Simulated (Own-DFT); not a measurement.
# Strain and stress in grey tin, 64 atoms (Sn64)

All numbers below are calculated, not measured. The program, named Own-DFT, is a retired in-house plane-wave density functional code that no person has reviewed. Each row is one single-point run on a periodic cell that was not relaxed, without spin or spin-orbit coupling.

Settings of every run: PBE; PseudoDojo norm-conserving scalar-relativistic files; cutoff 42 hartree; 3 x 3 x 3 k mesh centred on Gamma; cold (Marzari-Vanderbilt) smearing of 0.2 eV.

Known limits: forces on such cells moved up to 12 meV/angstrom on a denser k mesh; stress not checked against mesh or cutoff.

Unstrained cell vectors in Å: (12.978, 0.000, 0.000); (0.000, 12.978, 0.000); (0.000, 0.000, 12.978). The unstrained cell has measured lattice constants (interpolated for alloys), not those of this functional. That, the random moves and any unrelaxed bonds set the pressure at no strain. Each run strains this cell uniformly, with the atoms carried along. Every atom was also moved at random, by a Gaussian of width 0.05 Å on each axis. Strain is the symmetric tensor, in per cent. Stress is positive in tension, and the pressure is minus a third of its trace.

| run | e_xx (%) | e_yy (%) | e_zz (%) | e_yz (%) | e_xz (%) | e_xy (%) | s_xx (GPa) | s_yy (GPa) | s_zz (GPa) | s_yz (GPa) | s_xz (GPa) | s_xy (GPa) | P (GPa) | E (meV/atom) |
|---|---|---|---|---|---|---|---|---|---|---|---|---|---|---|
| 1 | 1.62 | -0.75 | -1.47 | 1.24 | 0.92 | 0.86 | -3.46 | -4.19 | -4.33 | 1.08 | 0.83 | 1.24 | 3.99 | 10.3 |
| 2 | -0.11 | -0.64 | -1.93 | 0.48 | -1.00 | 0.50 | -4.96 | -5.18 | -5.45 | 0.29 | -0.59 | 0.56 | 5.20 | 33.3 |
| 3 | 0.80 | 1.83 | -1.68 | 1.57 | 0.88 | 0.44 | -3.12 | -2.81 | -3.73 | 1.24 | 0.60 | 0.03 | 3.22 | 4.1 |
| 4 | -0.30 | 0.65 | 1.30 | 1.36 | -1.28 | 0.49 | -3.20 | -2.91 | -2.75 | 1.40 | -1.88 | 0.70 | 2.96 | 1.8 |
| 5 | 0.18 | 1.85 | -1.82 | 0.20 | 1.22 | 1.67 | -3.71 | -3.26 | -4.14 | -0.53 | 1.33 | 2.48 | 3.70 | 15.3 |
| 6 | -1.27 | 0.81 | 1.14 | 0.73 | 0.18 | -1.08 | -3.77 | -3.12 | -3.07 | 0.85 | 0.08 | -1.51 | 3.32 | 0.0 |
| 7 | -1.81 | 0.30 | -0.27 | 1.98 | -1.87 | 1.87 | -5.28 | -4.66 | -4.85 | 2.01 | -2.16 | 2.23 | 4.93 | 48.1 |
| 8 | -1.11 | -1.75 | 0.28 | 1.22 | -0.17 | 0.61 | -5.21 | -5.31 | -4.74 | 1.67 | 0.30 | -0.41 | 5.09 | 28.9 |
| 9 | 0.33 | -0.30 | 0.62 | 1.29 | -1.18 | -0.53 | -3.53 | -3.60 | -3.36 | 1.43 | -1.72 | -0.74 | 3.50 | 13.9 |
| 10 | -1.35 | 0.66 | -0.35 | -0.01 | -1.22 | -1.28 | -4.60 | -3.97 | -4.22 | 0.03 | -0.75 | -1.54 | 4.26 | 16.9 |
| 11 | 0.43 | -1.66 | 1.90 | 0.63 | -1.27 | -1.30 | -3.37 | -3.93 | -2.89 | 0.85 | -1.29 | -1.38 | 3.40 | 6.3 |
| 12 | 0.78 | 1.54 | -1.98 | 1.79 | -0.97 | 0.17 | -3.51 | -3.19 | -4.19 | 1.96 | -0.52 | -0.11 | 3.63 | 16.7 |
| 13 | -0.48 | -0.49 | 0.12 | 0.36 | 0.73 | 1.00 | -4.28 | -4.20 | -4.02 | 0.55 | 1.01 | 1.54 | 4.17 | 15.2 |
| 14 | -1.31 | -1.58 | 1.33 | -0.66 | -0.13 | 1.38 | -4.85 | -4.84 | -4.05 | -1.25 | -0.20 | 1.51 | 4.58 | 25.3 |
| 15 | -1.11 | 0.21 | -0.07 | -1.50 | -1.42 | 1.43 | -4.54 | -4.14 | -4.22 | -1.33 | -1.76 | 1.22 | 4.30 | 21.7 |
| 16 | 0.07 | -0.71 | 1.59 | 1.91 | 1.68 | 1.69 | ? | ? | ? | ? | ? | ? | ? | ? |

E is the free energy for each atom above the lowest run shown.

## Worked fit

Each stress component was fitted by least squares to a constant and the strains of the runs shown, as fractions, with shears doubled. Shear strains stay in the fit of a normal stress only where such slopes are resolved. The slopes, in GPa:

```
stress  at no strain  per e_xx  per e_yy  per e_zz  scatter
  s_xx          -3.8    71 ± 2    41 ± 2    42 ± 2     0.07
  s_yy          -3.7    41 ± 2    70 ± 2    44 ± 2     0.06
  s_zz          -3.7    44 ± 1    41 ± 1    69 ± 1     0.03
```

Also, s_xx gains 3 ± 1 per 2 e_xz; s_xx gains -2 ± 1 per 2 e_xy; s_yy gains 3 ± 1 per 2 e_xz; s_yy gains -3 ± 1 per 2 e_xy; s_zz gains -2 ± 1 per 2 e_yz; s_zz gains 3 ± 1 per 2 e_xz; s_zz gains -3 ± 1 per 2 e_xy.

Each shear stress against twice its own strain: yz 55 ± 5, xz 55 ± 4, xy 63 ± 7 GPa. These are stiffnesses along x, y and z of the frame in which the cell vectors are given, which need not be the crystal's axes. The atoms are held to the strained lattice; where symmetry lets them move under strain, relaxing them would lower some slopes. The table should be nearly symmetric about its diagonal, and what it lacks of that shows the noise. A ninth of its sum, 51 ± 2 GPa, estimates the bulk modulus near the mean pressure of these runs, 4.0 GPa, so it lies above the value at zero pressure.

## Withheld run

Question: what normal stresses and pressure should run 16 give?

The fit gives s_xx = -3.3, s_yy = -3.5, s_zz = -2.9 and P = 3.2 GPa. The calculation gave -3.52, -3.69, -3.08 and P = 3.43 GPa. This run lies off the fit, by chance or by something that the fit leaves out.
